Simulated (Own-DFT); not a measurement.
## Calculated data, GaN (wurtzite, strained, atoms displaced)

A calculation, not a measurement: plane-wave PBE density functional theory by an unreviewed code, no spin, of a simulated periodic cell, stress positive in tension, free energy of the whole cell less one offset for each atom, forces on such cells passed a denser k mesh, this cell's mesh not checked; offsets are fitted by least squares, one for each functional and potential file, so energies compare only between cells with the same atoms and settings and are not formation energies; the far tail of each file's local potential was reset to the Coulomb form; each entry is a single point on an unrelaxed cell, so the pressure reflects the starting lattice, mostly measured values (interpolated for alloys), from which strain is counted, and rises with the displacements; printed positions are rounded, which can move forces by about a meV/angstrom; the program, named Own-DFT, is a retired in-house code; no spin-orbit coupling. Program: Own-DFT development build.

Common to all runs: functional PBE; potential files PseudoDojo norm-conserving, scalar-relativistic, standard set with the stringent files for Ga; wave cutoff 96 hartree; occupations Gaussian; smearing width 0.01 eV; k mesh 3 x 4 x 3 centred on Gamma.

(1) GaN (wurtzite, strained, atoms displaced)

```
GaN
1.0
     12.7560     0.0000     0.0000
     -4.7835     8.2853     0.0000
      0.0000     0.0000    10.4737
Ga N Ga N Ga N Ga N Ga N Ga N Ga N Ga N Ga N Ga N Ga N Ga N Ga N Ga N Ga N Ga N Ga N Ga N Ga N Ga N Ga N Ga N Ga N Ga N
2 2 2 2 2 2 2 2 2 2 2 2 2 2 2 2 2 2 2 2 2 2 2 2 2 2 2 2 2 2 2 2 2 2 2 2 2 2 2 2 2 2 2 2 2 2 2 2
Direct
  0.08150 0.22784 0.00251
  0.16706 0.11654 0.25087
  0.08333 0.22962 0.18514
  0.16382 0.11540 0.43941
  0.08214 0.22413 0.48990
  0.16467 0.10677 0.74319
  0.07645 0.21696 0.69610
  0.16484 0.11116 0.92818
  0.07984 0.55111 0.99795
  0.16933 0.44941 0.24433
  0.08635 0.55863 0.18775
  0.16621 0.44583 0.43264
  0.07547 0.54282 0.50728
  0.16185 0.44569 0.75129
  0.08632 0.56506 0.69948
  0.16812 0.44752 0.93594
  0.07863 0.88541 0.99791
  0.16615 0.77406 0.25268
  0.07974 0.88466 0.18036
  0.16321 0.78001 0.43286
  0.07618 0.87594 0.50073
  0.16875 0.77265 0.74565
  0.08364 0.89345 0.68258
  0.15791 0.78003 0.93727
  0.32478 0.22254 0.99397
  0.42011 0.11936 0.25047
  0.32295 0.20880 0.18673
  0.41529 0.11178 0.43433
  0.32749 0.21819 0.50332
  0.41708 0.11576 0.75449
  0.33350 0.21886 0.69054
  0.41698 0.11047 0.93414
  0.33475 0.55562 0.00085
  0.41263 0.44689 0.25209
  0.33866 0.55824 0.19355
  0.42397 0.44948 0.43454
  0.33359 0.55990 0.49716
  0.41886 0.44665 0.74496
  0.33851 0.55629 0.68918
  0.41790 0.44184 0.93846
  0.33342 0.88663 0.00142
  0.40852 0.77308 0.24770
  0.33525 0.88516 0.18373
  0.41564 0.77810 0.43471
  0.32591 0.88575 0.49407
  0.40985 0.77149 0.75604
  0.32844 0.87817 0.68310
  0.41789 0.78592 0.93351
  0.57833 0.21653 0.99596
  0.66449 0.11370 0.24510
  0.58718 0.21847 0.17883
  0.67111 0.11653 0.43976
  0.58742 0.22086 0.49153
  0.66440 0.11316 0.74331
  0.58560 0.21090 0.69455
  0.67029 0.12300 0.93513
  0.58866 0.56218 0.99061
  0.67070 0.44933 0.24967
  0.58379 0.56576 0.18273
  0.67122 0.44486 0.43728
  0.58674 0.56086 0.49861
  0.66945 0.45192 0.74641
  0.58350 0.54895 0.68273
  0.66447 0.43961 0.93194
  0.57934 0.88907 0.99807
  0.67182 0.78543 0.24459
  0.58007 0.88653 0.18833
  0.67515 0.78732 0.44527
  0.58301 0.88558 0.50756
  0.67266 0.77646 0.75249
  0.57680 0.87932 0.69306
  0.66478 0.77403 0.93708
  0.83849 0.22640 0.00230
  0.91041 0.10867 0.25642
  0.83165 0.21633 0.19358
  0.91795 0.11925 0.44751
  0.83504 0.21594 0.49721
  0.92061 0.12026 0.75295
  0.84375 0.22405 0.69414
  0.91290 0.10292 0.94605
  0.82681 0.53940 0.00048
  0.91891 0.45526 0.25791
  0.83260 0.56175 0.18811
  0.91788 0.44832 0.43662
  0.83171 0.55940 0.49982
  0.91232 0.44286 0.74887
  0.83018 0.56279 0.69542
  0.92001 0.44394 0.94817
  0.82926 0.88363 0.99792
  0.91979 0.77458 0.25225
  0.83489 0.89731 0.19166
  0.92372 0.78729 0.43777
  0.83157 0.88787 0.50342
  0.91852 0.77222 0.75030
  0.83436 0.88356 0.68819
  0.92107 0.78015 0.94418
```

```
free energy of cell above offsets : -5.427 eV
pressure                          : 5.19 GPa
stress xx                         : -8.1 GPa
stress yy                         : -5.05 GPa
stress zz                         : -2.43 GPa
stress yz                         : -0.38 GPa
stress xz                         : -0.72 GPa
stress xy                         : -0.05 GPa
```

Force:
```csv
element,x (eV/Å),y (eV/Å),z (eV/Å)
Ga,0.678,-1.128,-0.827
Ga,-0.957,-1.401,-0.141
N,0.045,-0.627,0.95
N,0.608,-0.887,-0.271
Ga,0.339,0.332,1.824
Ga,-0.416,0.768,0.672
N,1.643,1.67,-1.778
N,-0.712,-0.063,0.991
Ga,0.846,1.83,0.642
Ga,-0.258,-0.29,0.4
N,-0.583,-0.457,-0.169
N,-0.093,0.317,0.72
Ga,0.886,1.448,-0.466
Ga,1.65,-0.766,-0.236
N,-0.916,-2.942,-2.063
N,-0.019,0.164,0.574
Ga,0.569,1.516,0.314
Ga,-0.358,1.067,-1.453
N,0.535,0.676,1.633
N,0.326,-1.183,0.956
Ga,1.065,2.214,0.224
Ga,-1.198,2.94,1.572
N,0.511,-1.561,0.332
N,2.39,-0.825,-0.543
Ga,1.126,-0.676,0.557
Ga,-0.052,-0.881,-0.849
N,1.231,1.952,-0.548
N,0.231,0.165,0.521
Ga,0.769,0.709,-0.461
Ga,0.796,-1.233,-1.086
N,-0.34,0.55,-0.721
N,-1.01,-0.272,1.024
Ga,0.237,0.214,-0.157
Ga,2.009,-0.862,-0.54
N,-1.464,-0.476,-1.616
N,-1.005,-0.591,0.834
Ga,0.457,-0.364,0.405
Ga,0.07,-0.634,0.732
N,-1.512,-0.58,-0.595
N,-0.338,0.832,-0.541
Ga,-1.564,0.383,-0.606
Ga,1.661,1.081,0.675
N,-1.193,0.823,0.669
N,0.001,0.382,0.267
Ga,1.099,0.319,0.606
Ga,0.459,0.616,-1.578
N,0.272,1.32,0.014
N,0.063,-1.406,1.297
Ga,0.247,0.578,-0.368
Ga,1.074,-1.103,0.633
N,-1.738,1.341,1.121
N,0.193,-1.185,-0.483
Ga,-1.182,-0.09,1.559
Ga,2.859,-1.712,1.682
N,-3.021,2.65,-2.261
N,0.818,-1.311,0.1
Ga,-0.353,-1.812,1.442
Ga,-1.272,-0.332,-0.621
N,0.666,-1.243,0.402
N,-0.795,0.138,-0.156
Ga,0.178,-0.168,-0.372
Ga,-0.381,-2.185,0.535
N,-0.448,0.803,0.416
N,-0.032,0.451,0.48
Ga,0.866,1.056,0.195
Ga,-0.841,-0.403,0.883
N,-0.141,0.277,-0.28
N,-1.341,-1.083,-1.4
Ga,-0.545,0.307,-0.606
Ga,-1.12,0.07,-0.726
N,0.878,0.603,-0.059
N,-0.336,1.26,-0.329
Ga,-0.68,-1.406,0.49
Ga,1.06,0.75,-0.258
N,-0.576,1.7,-0.302
N,1.126,-1.855,-1.586
Ga,-1.775,1.545,1.205
Ga,0.393,-2.589,1.273
N,-2.729,0.566,-1.501
N,-0.036,1.122,-0.998
Ga,-0.18,1.757,0.023
Ga,0.484,-1.114,-1.824
N,0.676,-0.995,-0.047
N,-0.57,-0.39,1.528
Ga,0.698,0.294,0.383
Ga,0.205,0.355,0.976
N,1.84,-1.529,-1.777
N,-1.026,-0.408,-1.756
Ga,0.841,0.166,0.853
Ga,-0.841,1.501,-0.669
N,1.011,-1.14,-0.442
N,-1.954,-1.623,-0.317
Ga,1.338,0.956,0.383
Ga,-0.166,2.258,1.215
N,0.025,0.81,0.479
N,-1.979,-1.82,-1.278
```

(2) GaN (wurtzite, strained, atoms displaced)

```
GaN
1.0
     12.7560     0.0000     0.0000
     -4.7835     8.2853     0.0000
      0.0000     0.0000    10.4737
Ga N Ga N Ga N Ga N Ga N Ga N Ga N Ga N Ga N Ga N Ga N Ga N Ga N Ga N Ga N Ga N Ga N Ga N Ga N Ga N Ga N Ga N Ga N Ga N
2 2 2 2 2 2 2 2 2 2 2 2 2 2 2 2 2 2 2 2 2 2 2 2 2 2 2 2 2 2 2 2 2 2 2 2 2 2 2 2 2 2 2 2 2 2 2 2
Direct
  0.08180 0.21815 0.00082
  0.16823 0.11654 0.25493
  0.08209 0.23334 0.19073
  0.16966 0.11216 0.43345
  0.07832 0.21718 0.50198
  0.15908 0.11674 0.74027
  0.08271 0.21828 0.67786
  0.17490 0.11304 0.94385
  0.08392 0.55457 0.99780
  0.15870 0.43452 0.25523
  0.08035 0.55999 0.18951
  0.16800 0.44027 0.43531
  0.08346 0.55133 0.50137
  0.17205 0.45062 0.74928
  0.08053 0.54414 0.69055
  0.16862 0.43974 0.93226
  0.08257 0.88354 0.00780
  0.16558 0.76444 0.23778
  0.09006 0.88680 0.19062
  0.16297 0.77549 0.44074
  0.09075 0.89399 0.50324
  0.16637 0.78056 0.75085
  0.08063 0.88293 0.68772
  0.16547 0.77775 0.94415
  0.33380 0.21647 0.00177
  0.41809 0.11866 0.24940
  0.33258 0.21882 0.18773
  0.41910 0.10284 0.44773
  0.33063 0.21350 0.49277
  0.41285 0.11802 0.75248
  0.33777 0.22656 0.68798
  0.41778 0.11083 0.94710
  0.33527 0.54687 0.00085
  0.40685 0.42991 0.25580
  0.33290 0.55547 0.18484
  0.41357 0.43988 0.43674
  0.34009 0.56236 0.50129
  0.40915 0.43603 0.74761
  0.33834 0.55222 0.69042
  0.42002 0.45251 0.94260
  0.33420 0.88220 0.99652
  0.41447 0.77595 0.24659
  0.32123 0.88984 0.18334
  0.41998 0.78094 0.43450
  0.33341 0.88973 0.49558
  0.41487 0.77064 0.74382
  0.33616 0.89228 0.68423
  0.42193 0.77026 0.94378
  0.57940 0.22143 0.99649
  0.66448 0.11938 0.25403
  0.58545 0.21848 0.19411
  0.67703 0.11729 0.43405
  0.58019 0.22136 0.50522
  0.66723 0.10845 0.74792
  0.57382 0.20834 0.68459
  0.67205 0.12773 0.93497
  0.58229 0.55876 0.00276
  0.66550 0.42747 0.25085
  0.58374 0.56641 0.19420
  0.67213 0.44766 0.43538
  0.58366 0.54958 0.49954
  0.66894 0.45216 0.73955
  0.58038 0.55267 0.69038
  0.67593 0.45067 0.94598
  0.58976 0.89192 0.99887
  0.66129 0.77967 0.25005
  0.58939 0.88804 0.18144
  0.66836 0.78528 0.43981
  0.58087 0.89204 0.49998
  0.66370 0.77540 0.75691
  0.57684 0.87714 0.69042
  0.67712 0.78923 0.93082
  0.83315 0.21493 0.00254
  0.91685 0.11981 0.24179
  0.83474 0.21888 0.19826
  0.91738 0.11628 0.44487
  0.82416 0.21422 0.51237
  0.91295 0.10749 0.74677
  0.83025 0.20890 0.68342
  0.91434 0.10542 0.94040
  0.83056 0.56343 0.99951
  0.91336 0.44080 0.25512
  0.83152 0.56302 0.18714
  0.91870 0.45191 0.43743
  0.83816 0.55798 0.50374
  0.91717 0.45007 0.74679
  0.83232 0.54172 0.68516
  0.92396 0.44766 0.93623
  0.83895 0.89438 0.00393
  0.91620 0.78405 0.26276
  0.83291 0.87853 0.18799
  0.92346 0.77968 0.44281
  0.82745 0.88143 0.49940
  0.91354 0.77266 0.74860
  0.83356 0.88027 0.70157
  0.91742 0.77984 0.93326
```

```
free energy of cell above offsets : -3.769 eV
pressure                          : 5.57 GPa
stress xx                         : -7.89 GPa
stress yy                         : -5.18 GPa
stress zz                         : -3.63 GPa
stress yz                         : -0.42 GPa
stress xz                         : -1.49 GPa
stress xy                         : 0.16 GPa
```

Force:
```csv
element,x (eV/Å),y (eV/Å),z (eV/Å)
Ga,0.634,0.448,-0.253
Ga,-0.336,-1.3,-1.615
N,1.135,-2.573,-1.143
N,-0.667,-0.138,1.196
Ga,0.463,0.533,-1.64
Ga,2.636,-1.472,1.932
N,-1.451,1.145,1.816
N,-1.935,-0.686,-1.186
Ga,0.483,-0.293,0.348
Ga,0.356,3.182,-0.523
N,0.578,-3.316,-0.923
N,0.115,0.514,1.323
Ga,-0.011,0.345,-0.255
Ga,-0.203,-1.08,-0.016
N,0.007,1.375,-0.592
N,-0.167,0.169,0.761
Ga,-0.492,0.636,-0.595
Ga,-1.372,2.053,2.617
N,-1.945,0.776,0.549
N,1.277,-0.131,-0.632
Ga,-0.483,-0.669,-0.52
Ga,0.661,-0.458,0.213
N,-0.151,0.904,0.187
N,0.767,-0.108,-1.327
Ga,-0.144,1.312,0.067
Ga,0.288,-1.86,0.518
N,-0.295,0.247,0.25
N,-1.026,1.624,-2.222
Ga,0.514,0.908,1.198
Ga,1.163,-1.454,0.384
N,-1.705,-1.21,-0.963
N,-0.197,-0.491,-1.451
Ga,-1.554,0.863,0.474
Ga,0.526,2.546,-1.265
N,-0.496,-0.818,1.033
N,0.569,-0.033,0.895
Ga,-0.639,-0.956,-0.499
Ga,1.572,0.955,1.447
N,-1.469,0.234,-1.179
N,1.292,-2.134,-1.347
Ga,0.163,-0.078,0.29
Ga,-0.003,0.347,-0.742
N,3.345,1.014,0.305
N,-0.417,-0.24,0
Ga,-0.477,-1.711,0.579
Ga,-0.697,0.922,1.645
N,-0.434,-0.584,0.871
N,-0.981,0.719,-1.153
Ga,1.289,1.147,0.491
Ga,2.51,-2.112,-0.278
N,-1.936,-0.43,-1.72
N,-2.765,-1.073,0.819
Ga,1.295,0.408,-0.828
Ga,-0.846,-0.359,0.436
N,0.922,1.533,1.155
N,0.242,-1.628,0.194
Ga,1.006,0.605,0.485
Ga,-0.8,3.722,-0.185
N,0.21,-2.71,-0.519
N,-0.391,-0.715,0.931
Ga,-0.478,0.874,-0.364
Ga,0.058,-1.704,1.716
N,-0.141,0.154,-0.603
N,-2.936,-1.318,-1.799
Ga,-0.291,0.291,-0.547
Ga,1.757,-0.025,0.751
N,-2.163,1.477,0.788
N,-0.646,-1.314,-0.094
Ga,0.971,0.228,0.22
Ga,0.403,-0.141,-1.639
N,0.689,1.376,-0.71
N,-0.66,-0.854,2.318
Ga,-0.465,1.755,0.048
Ga,1.4,-2.511,2.274
N,-2.274,1.028,-1.953
N,-0.356,-1.106,-1.01
Ga,2.09,1.564,-2.854
Ga,1.01,-0.444,0.633
N,-0.691,1.203,2.389
N,0.47,1.193,-0.643
Ga,2.548,0.193,0.966
Ga,-0.391,1.203,-0.769
N,0.767,-0.915,0.65
N,0.35,-1.309,0.878
Ga,-0.133,0.033,-1.156
Ga,1.531,-1.878,1.584
N,-1.38,1.624,-0.008
N,-1.382,-0.799,-0.015
Ga,0.167,-1.511,-0.24
Ga,1.388,-0.838,-1.418
N,-1.025,1.915,0.267
N,-1.036,0.3,0.773
Ga,1.129,1.288,0.787
Ga,0.994,-0.244,0.501
N,-1.344,0.606,-2.159
N,0.537,0.238,0.6
```

(3) GaN (wurtzite, strained, atoms displaced)

```
GaN
1.0
     12.7560     0.0000     0.0000
     -4.7835     8.2853     0.0000
      0.0000     0.0000    10.4737
Ga N Ga N Ga N Ga N Ga N Ga N Ga N Ga N Ga N Ga N Ga N Ga N Ga N Ga N Ga N Ga N Ga N Ga N Ga N Ga N Ga N Ga N Ga N Ga N
2 2 2 2 2 2 2 2 2 2 2 2 2 2 2 2 2 2 2 2 2 2 2 2 2 2 2 2 2 2 2 2 2 2 2 2 2 2 2 2 2 2 2 2 2 2 2 2
Direct
  0.07919 0.21105 0.99403
  0.16516 0.11582 0.25285
  0.07761 0.20983 0.18735
  0.16705 0.12398 0.43929
  0.07114 0.20655 0.50291
  0.16890 0.10811 0.74719
  0.08667 0.22908 0.69095
  0.16905 0.11656 0.93809
  0.08957 0.56747 0.99797
  0.16799 0.44130 0.24286
  0.08895 0.55850 0.19184
  0.17559 0.44641 0.43798
  0.08546 0.56743 0.49796
  0.16816 0.44794 0.76126
  0.08571 0.57005 0.69279
  0.16143 0.44689 0.94081
  0.08529 0.88308 0.99611
  0.17061 0.78239 0.24611
  0.07763 0.88990 0.19515
  0.16368 0.78198 0.43769
  0.08293 0.88051 0.49782
  0.17148 0.78558 0.73909
  0.07770 0.88341 0.69038
  0.16831 0.77780 0.93303
  0.32825 0.22694 0.00322
  0.42218 0.11594 0.25349
  0.33475 0.22060 0.18694
  0.40882 0.10064 0.44407
  0.33291 0.21553 0.50433
  0.41506 0.10574 0.74827
  0.32844 0.22173 0.69858
  0.40568 0.09387 0.94249
  0.32660 0.55738 0.00322
  0.41723 0.45321 0.25004
  0.32452 0.54908 0.20102
  0.42329 0.43982 0.43090
  0.32865 0.54560 0.49813
  0.40900 0.43478 0.75227
  0.33678 0.56871 0.68665
  0.42195 0.44752 0.93917
  0.34117 0.89174 0.99826
  0.41262 0.78134 0.24795
  0.32773 0.89129 0.18833
  0.40813 0.77018 0.43941
  0.32904 0.89058 0.49698
  0.41991 0.78760 0.75875
  0.33418 0.88562 0.68283
  0.41639 0.76656 0.94208
  0.58473 0.22159 0.99723
  0.67154 0.11338 0.24493
  0.58559 0.22763 0.18244
  0.67286 0.12059 0.43556
  0.58545 0.22400 0.50126
  0.66330 0.11000 0.74249
  0.58281 0.22393 0.68372
  0.67104 0.11179 0.93776
  0.58634 0.55568 0.00402
  0.67351 0.44688 0.24883
  0.58857 0.55841 0.19049
  0.66107 0.44444 0.43416
  0.58331 0.54836 0.49783
  0.66162 0.43627 0.74641
  0.58047 0.55407 0.68918
  0.66869 0.43230 0.93048
  0.58090 0.88586 0.98926
  0.66270 0.77045 0.24729
  0.57900 0.88218 0.18687
  0.66445 0.77671 0.43422
  0.58535 0.87918 0.49532
  0.66692 0.77193 0.75359
  0.58080 0.88173 0.68351
  0.65456 0.76975 0.94226
  0.82712 0.22149 0.00062
  0.91929 0.10919 0.25692
  0.83872 0.23137 0.18571
  0.91602 0.11621 0.43476
  0.83592 0.22070 0.49906
  0.92063 0.12268 0.75116
  0.83117 0.22483 0.68897
  0.91208 0.10575 0.93494
  0.83221 0.55197 0.00217
  0.91070 0.44297 0.25419
  0.83577 0.55370 0.18651
  0.91313 0.44795 0.44061
  0.83185 0.55940 0.49158
  0.91865 0.45199 0.75953
  0.83235 0.54914 0.69248
  0.90770 0.43973 0.94566
  0.83394 0.88810 0.00124
  0.91971 0.77324 0.24534
  0.82979 0.88908 0.19592
  0.92021 0.77914 0.43345
  0.83254 0.88643 0.50233
  0.91733 0.78111 0.74839
  0.82855 0.88583 0.69186
  0.91291 0.77781 0.93300
```

```
free energy of cell above offsets : -5.127 eV
pressure                          : 4.98 GPa
stress xx                         : -6.71 GPa
stress yy                         : -6.29 GPa
stress zz                         : -1.92 GPa
stress yz                         : 0.04 GPa
stress xz                         : 0.56 GPa
stress xy                         : -0.31 GPa
```

Force:
```csv
element,x (eV/Å),y (eV/Å),z (eV/Å)
Ga,-1.063,0.75,1.023
Ga,1.116,-0.371,-0.026
N,-0.073,1.439,-0.811
N,1.041,-1.885,0.357
Ga,1.12,2.871,0.4
Ga,-1.858,-0.376,0.74
N,-0.069,-0.64,-0.01
N,-0.068,-1.365,-0.611
Ga,-1.406,-1.431,1.133
Ga,-2.181,-1.466,1.937
N,-1.142,-0.079,-0.622
N,-3.381,-1.558,-0.541
Ga,0.899,-2.056,0.468
Ga,0.026,0.936,-2.351
N,0.394,-2.047,-0.635
N,0.849,-0.893,0.633
Ga,-0.918,0.816,0.638
Ga,-1.513,-0.721,0.597
N,2.058,0.416,-1.612
N,1.235,-0.143,-0.769
Ga,-1.616,1.96,0.489
Ga,-0.28,-0.137,1.54
N,0.773,1.266,-1.001
N,0.404,0.792,-0.143
Ga,1.525,-0.192,0.004
Ga,-0.695,-0.073,-0.408
N,-0.541,0.516,0.669
N,1.055,1.99,-0.998
Ga,-0.964,1.171,-0.335
Ga,-0.221,0.263,0.702
N,1.728,-0.754,-1.819
N,0.698,3.491,-1.582
Ga,1.391,-1.54,0.669
Ga,1.005,-1.295,-0.317
N,2.113,1.888,-2.664
N,-1.164,-0.318,1.433
Ga,1.546,1.163,0.771
Ga,0.031,2.619,0.104
N,0.127,-1.516,0.906
N,-1.196,-0.415,0.445
Ga,-1.048,-2.1,1.109
Ga,0.332,-0.319,1.008
N,1.733,0.749,-0.524
N,0.805,0.943,-0.58
Ga,1.447,-1.9,0.335
Ga,0.445,-1.389,-1.724
N,-0.207,1.021,0.49
N,-1.22,1.48,-0.415
Ga,-0.709,-0.897,-0.028
Ga,-0.396,-0.523,0.293
N,0.373,-0.507,0.76
N,-0.477,-1.179,-0.09
Ga,-0.096,-0.535,-0.876
Ga,0.88,-0.379,0.452
N,-0.49,-1.102,0.342
N,-1.746,-1.146,-1.006
Ga,0.166,-0.937,-0.416
Ga,-1.209,-0.357,-0.041
N,-0.309,-1.245,-0.628
N,1.848,-0.504,-0.069
Ga,-1.253,1.293,0.853
Ga,0.371,1.585,0.193
N,0.178,-0.805,-0.409
N,-1.234,1.352,0.964
Ga,0.189,0.854,1.971
Ga,-0.118,1.392,0.37
N,-0.197,0.748,-0.444
N,1.53,-0.69,0.177
Ga,-2.366,0.989,0.3
Ga,-0.99,-0.013,-0.036
N,0.182,0.895,0.767
N,2.451,0.487,-0.814
Ga,1.891,0.099,0.331
Ga,-1.001,0.052,-1.734
N,0.161,-1.303,0.426
N,0.037,-1.389,1.096
Ga,-1.113,1.12,0.778
Ga,-0.466,-1.054,-0.17
N,0.613,0.289,-0.204
N,-0.095,0.593,0.528
Ga,-0.708,0.61,-0.754
Ga,2.048,0.376,-0.155
N,-0.631,0.487,-0.007
N,1.032,-0.228,-0.377
Ga,-0.109,-0.497,1.817
Ga,0.147,-0.499,-0.76
N,-0.995,1.057,-1.193
N,2.039,0.788,-0.706
Ga,-0.934,-0.129,0.448
Ga,-1.862,0.381,0.597
N,0.795,-0.359,-1.098
N,-0.913,0.124,0.411
Ga,-0.319,-0.171,-0.323
Ga,-0.815,-1.364,0.047
N,0.76,0.985,-0.787
N,0.79,-0.303,1.103
```

(4) GaN (wurtzite, strained, atoms displaced)

```
GaN
1.0
     12.7560     0.0000     0.0000
     -4.7835     8.2853     0.0000
      0.0000     0.0000    10.4737
Ga N Ga N Ga N Ga N Ga N Ga N Ga N Ga N Ga N Ga N Ga N Ga N Ga N Ga N Ga N Ga N Ga N Ga N Ga N Ga N Ga N Ga N Ga N Ga N
2 2 2 2 2 2 2 2 2 2 2 2 2 2 2 2 2 2 2 2 2 2 2 2 2 2 2 2 2 2 2 2 2 2 2 2 2 2 2 2 2 2 2 2 2 2 2 2
Direct
  0.08729 0.22527 0.99904
  0.16440 0.10573 0.24445
  0.07517 0.21887 0.19537
  0.16637 0.11386 0.44151
  0.08438 0.23648 0.50130
  0.16644 0.10603 0.75681
  0.07579 0.21198 0.68080
  0.16726 0.11567 0.93952
  0.08343 0.54790 0.00580
  0.17003 0.44164 0.25083
  0.08273 0.56347 0.18800
  0.15623 0.44185 0.43790
  0.08203 0.55106 0.50523
  0.16860 0.44464 0.74848
  0.08354 0.55321 0.69214
  0.16853 0.45452 0.93994
  0.07772 0.89588 0.99408
  0.16508 0.77905 0.25560
  0.08541 0.89332 0.19468
  0.16059 0.77511 0.44312
  0.07962 0.88548 0.50014
  0.16650 0.76951 0.74735
  0.08393 0.89111 0.69728
  0.17239 0.78817 0.93990
  0.33894 0.22355 0.00503
  0.41438 0.11006 0.24491
  0.32878 0.22348 0.19902
  0.42481 0.10904 0.44013
  0.32962 0.21213 0.49704
  0.41577 0.11342 0.75150
  0.32367 0.21592 0.67740
  0.42072 0.12060 0.93693
  0.33958 0.57282 0.00280
  0.41134 0.44020 0.25538
  0.34765 0.56664 0.18756
  0.41040 0.44124 0.44359
  0.33795 0.55205 0.49728
  0.42248 0.44901 0.74530
  0.33728 0.55495 0.69165
  0.43289 0.44754 0.93778
  0.32714 0.89559 0.99774
  0.41558 0.78076 0.25301
  0.33273 0.88850 0.18039
  0.41010 0.76451 0.43073
  0.33237 0.88750 0.50185
  0.40481 0.76082 0.75192
  0.32647 0.87852 0.69023
  0.41571 0.77981 0.94224
  0.58374 0.22347 0.99335
  0.66504 0.09792 0.25401
  0.58327 0.22260 0.18907
  0.66846 0.11796 0.44402
  0.58400 0.23095 0.49430
  0.66950 0.11193 0.75127
  0.58351 0.21764 0.69033
  0.65999 0.10341 0.93606
  0.57620 0.55815 0.99846
  0.66076 0.43528 0.24703
  0.58477 0.56509 0.19073
  0.67346 0.44325 0.44384
  0.58565 0.56299 0.50165
  0.66911 0.43563 0.75418
  0.57811 0.54828 0.69834
  0.66956 0.44347 0.93150
  0.59286 0.89687 0.00392
  0.67051 0.78141 0.25229
  0.58720 0.89445 0.18673
  0.66386 0.78214 0.43658
  0.58432 0.89207 0.50332
  0.66815 0.76859 0.74957
  0.58059 0.88622 0.68188
  0.66945 0.78233 0.93203
  0.84020 0.22608 0.00856
  0.92014 0.11230 0.25132
  0.83014 0.21361 0.19530
  0.91067 0.10498 0.43828
  0.82773 0.21080 0.50105
  0.91511 0.10828 0.74500
  0.83180 0.22477 0.70331
  0.91337 0.10304 0.93624
  0.83558 0.55856 0.00241
  0.91740 0.45543 0.25259
  0.83200 0.54947 0.18830
  0.91852 0.44914 0.43946
  0.83535 0.55626 0.50074
  0.91627 0.44469 0.74893
  0.82696 0.54541 0.68957
  0.91183 0.44592 0.93577
  0.83266 0.88860 0.00375
  0.92322 0.78569 0.25189
  0.83092 0.88398 0.18868
  0.91010 0.76924 0.44083
  0.83635 0.88612 0.50068
  0.91068 0.76946 0.75595
  0.82876 0.88698 0.68727
  0.92380 0.78494 0.94297
```

```
free energy of cell above offsets : -4.620 eV
pressure                          : 5.42 GPa
stress xx                         : -6.5 GPa
stress yy                         : -7.14 GPa
stress zz                         : -2.61 GPa
stress yz                         : -0.28 GPa
stress xz                         : 0.45 GPa
stress xy                         : -1.11 GPa
```

Force:
```csv
element,x (eV/Å),y (eV/Å),z (eV/Å)
Ga,-1.302,0.189,0.26
Ga,-0.924,1.15,1.994
N,2.516,1.109,-1.713
N,-0.756,-0.644,-1.019
Ga,0.473,-2.83,-0.375
Ga,-0.594,0.702,-1.402
N,0.827,1.286,1.617
N,0.838,0.651,0.579
Ga,-1.819,1.844,-0.63
Ga,-0.72,0.979,-0.205
N,0.948,-0.967,0.531
N,2.069,1.297,-0.608
Ga,-0.992,0.747,-0.194
Ga,-0.048,-1.005,0.286
N,-0.07,-0.577,-0.527
N,1.525,-1.355,-0.368
Ga,3.125,-0.106,1.283
Ga,0.641,0.179,-0.424
N,0.016,-0.882,-1.468
N,0.947,0.148,-0.298
Ga,-0.388,0.988,1.009
Ga,-1.345,1.03,1.277
N,-0.371,-1.594,-0.948
N,-2.067,-1.572,-0.653
Ga,-0.86,0.91,-0.162
Ga,0.741,-0.207,0.796
N,0.838,-0.198,-1.595
N,-1.968,-0.513,-0.975
Ga,0.245,0.299,-0.217
Ga,0.015,-0.34,-0.943
N,1.247,0.68,2.032
N,-0.517,-0.988,0.09
Ga,0.626,-1.9,-0.032
Ga,1.235,1.25,0.045
N,-1.901,-1.374,0.117
N,2.214,-0.796,-0.78
Ga,-2.225,0.392,0.964
Ga,-1.382,-2.238,1.154
N,-0.863,-1.577,-1.21
N,-5.352,-2.45,-1.311
Ga,2.122,0.134,-0.028
Ga,0.477,0.564,-1.236
N,-0.445,0.186,1.467
N,-0.118,1.515,1.522
Ga,0.289,-0.407,0.029
Ga,1.133,3.093,0.652
N,0.939,1.108,-0.465
N,0.223,1.392,-0.79
Ga,0.876,0.204,0.924
Ga,-0.662,2.321,0.448
N,-0.02,-1.097,-0.62
N,-0.553,-1.157,-0.927
Ga,1.08,-0.947,1.78
Ga,-1.004,-1.388,0.101
N,-0.718,0.019,-0.595
N,0.885,1.53,0.46
Ga,4.406,2.128,1.609
Ga,0.172,1.707,0.561
N,0.136,-1.609,-0.181
N,-1.997,1.256,-1.245
Ga,0.311,-0.869,0.191
Ga,-1.332,-0.181,-0.825
N,2.475,0.818,-2.216
N,-0.303,0.818,2.011
Ga,-1.077,-1.028,-0.772
Ga,-0.717,-0.299,0.014
N,-0.242,-1.696,0.359
N,0.917,-0.278,0.417
Ga,-0.724,-0.083,-0.524
Ga,-1.62,0.98,-0.226
N,0.055,-0.481,1.62
N,0.162,-0.459,1.131
Ga,-1.081,-0.575,-0.91
Ga,-1.901,-1.175,0.714
N,0.204,1.325,-0.478
N,0.883,0.365,0.211
Ga,0.319,1.672,0.685
Ga,-0.431,-0.028,0.94
N,1.037,-0.387,-2.265
N,0.584,1.33,0.311
Ga,-0.542,-0.297,-0.02
Ga,0.95,-1.719,0.386
N,-1.045,1.339,-0.037
N,0.186,-0.962,0.324
Ga,0.184,-0.752,0.605
Ga,0.061,0.04,0.665
N,0.821,1.545,-0.38
N,1.56,-0.133,0.716
Ga,-0.081,-0.293,-0.353
Ga,-1.078,-1.478,0.014
N,0.859,0.787,0.167
N,0.76,1.145,-0.603
Ga,-1.134,0.153,0.143
Ga,0.431,0.653,-0.681
N,1.108,-0.455,-0.086
N,-2.404,-1.61,-0.697
```
